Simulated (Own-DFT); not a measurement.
Si3N4 (beta silicon nitride, atoms displaced) (calculated)

All values are calculated (Own-DFT development build). A calculation, not a measurement: plane-wave PBE density functional theory by an unreviewed code, no spin, of a simulated periodic cell, stress positive in tension, free energy of the whole cell less one offset for each atom, some atoms lie very close together; forces on such cells passed a denser k mesh, this cell's mesh not checked; offsets are fitted by least squares, one for each functional and potential file, so energies compare only between cells with the same atoms and settings and are not formation energies; the far tail of each file's local potential was reset to the Coulomb form; each entry is a single point on an unrelaxed cell, so the pressure reflects the starting lattice, mostly measured values (interpolated for alloys), from which strain is counted, and rises with the displacements; printed positions are rounded, which can move forces by about a meV/angstrom; the program, named Own-DFT, is a retired in-house code; no spin-orbit coupling; before rounding, a Quantum ESPRESSO 7.3.1 run of the same cell and cutoff gave forces within 1 meV/angstrom rms on each cell, which checks the program and not the settings.

Si3N4 (beta silicon nitride, atoms displaced)

```
Si3N4
1.0
      7.6060     0.0000     0.0000
     -3.8030     6.5870     0.0000
      0.0000     0.0000     8.7270
Si N Si N Si N
6 8 6 8 6 8
Direct
  0.17596 0.78700 0.07674
  0.23221 0.39786 0.08436
  0.59388 0.83481 0.10337
  0.86340 0.24826 0.25568
  0.78909 0.59048 0.25913
  0.40818 0.15590 0.24567
  0.32358 0.03555 0.08013
  0.97745 0.30691 0.09535
  0.66666 0.65521 0.09770
  0.68411 0.96774 0.25050
  0.01771 0.69235 0.23684
  0.29195 0.31041 0.25315
  0.31296 0.65931 0.08038
  0.69347 0.36309 0.24963
  0.18646 0.77749 0.40476
  0.19284 0.39485 0.42199
  0.56543 0.81558 0.41718
  0.81330 0.22188 0.58030
  0.74909 0.59414 0.57224
  0.40035 0.15611 0.58214
  0.32921 0.02490 0.42554
  0.95792 0.30903 0.42731
  0.68143 0.65518 0.42729
  0.68032 0.97034 0.61297
  0.02217 0.68608 0.58702
  0.30648 0.31670 0.58359
  0.33710 0.67569 0.41628
  0.65061 0.32819 0.58931
  0.17672 0.76396 0.73084
  0.21374 0.38002 0.75674
  0.59384 0.82620 0.74523
  0.83288 0.25693 0.91644
  0.76797 0.56523 0.90647
  0.40668 0.19745 0.93913
  0.31749 0.01140 0.75140
  0.93219 0.27621 0.75298
  0.69179 0.65101 0.73449
  0.66397 0.97440 0.92637
  0.01132 0.68556 0.91249
  0.30716 0.32144 0.92723
  0.32170 0.64721 0.75015
  0.71007 0.33754 0.90487
```

Settings of this run: functional PBE, potential files PseudoDojo norm-conserving, scalar-relativistic, standard set, wave cutoff 42 hartree, occupations Fermi-Dirac, smearing width 0.1 eV and k mesh 3 x 3 x 3 centred on Gamma.

The calculation gives: free energy of cell above offsets 14.468 eV; pressure 19.63 GPa; stress xx -23.68 GPa; stress yy -20.36 GPa; stress zz -14.85 GPa; stress yz 2.92 GPa; stress xz -0.88 GPa; stress xy 1.61 GPa.

Force:
```tsv
element	x (eV/Å)	y (eV/Å)	z (eV/Å)
Si	-0.563	-6	-2.668
Si	0.025	2.775	2.615
Si	-0.404	-4.312	-8.6
Si	-6.748	-3.212	-1.426
Si	-12.08	5.321	-0.77
Si	-0.143	5.371	3.924
N	1.059	-0.323	1.794
N	1.367	0.047	-4.229
N	3.522	-1.688	-0.832
N	-0.795	4.634	6.636
N	8.451	5.795	1.696
N	-1.906	0.39	0.796
N	1.437	1.893	1.052
N	1.075	-13.13	-0.382
Si	-4.119	-3.331	1.982
Si	11.08	1.87	0.539
Si	9.841	4.251	1.218
Si	-3.871	0.608	4.073
Si	5.696	-3.338	4.646
Si	-0.28	2.174	4.298
N	0.845	-0.412	-5.166
N	-0.921	-0.624	0.148
N	-3.019	3.225	-7.165
N	-0.734	3.419	-11.47
N	-0.965	-0.238	-5.58
N	-5.329	1.4	0.199
N	-5.747	-6.484	-0.417
N	2.735	-0.801	-1.267
Si	-0.301	-1.911	5.035
Si	-0.051	1.126	-2.286
Si	0.103	-6.36	10.16
Si	18.66	-13.45	5.48
Si	-6.162	7.14	0.336
Si	10.61	-6.374	-5.902
N	0.365	4.048	0.74
N	7.634	3.036	-2.851
N	-2.257	1.359	5.363
N	0.411	-0.255	0.186
N	4.846	3.787	0.397
N	-8.655	5.182	-2.351
N	0.691	-0.013	-0.432
N	-25.41	3.406	0.485
```
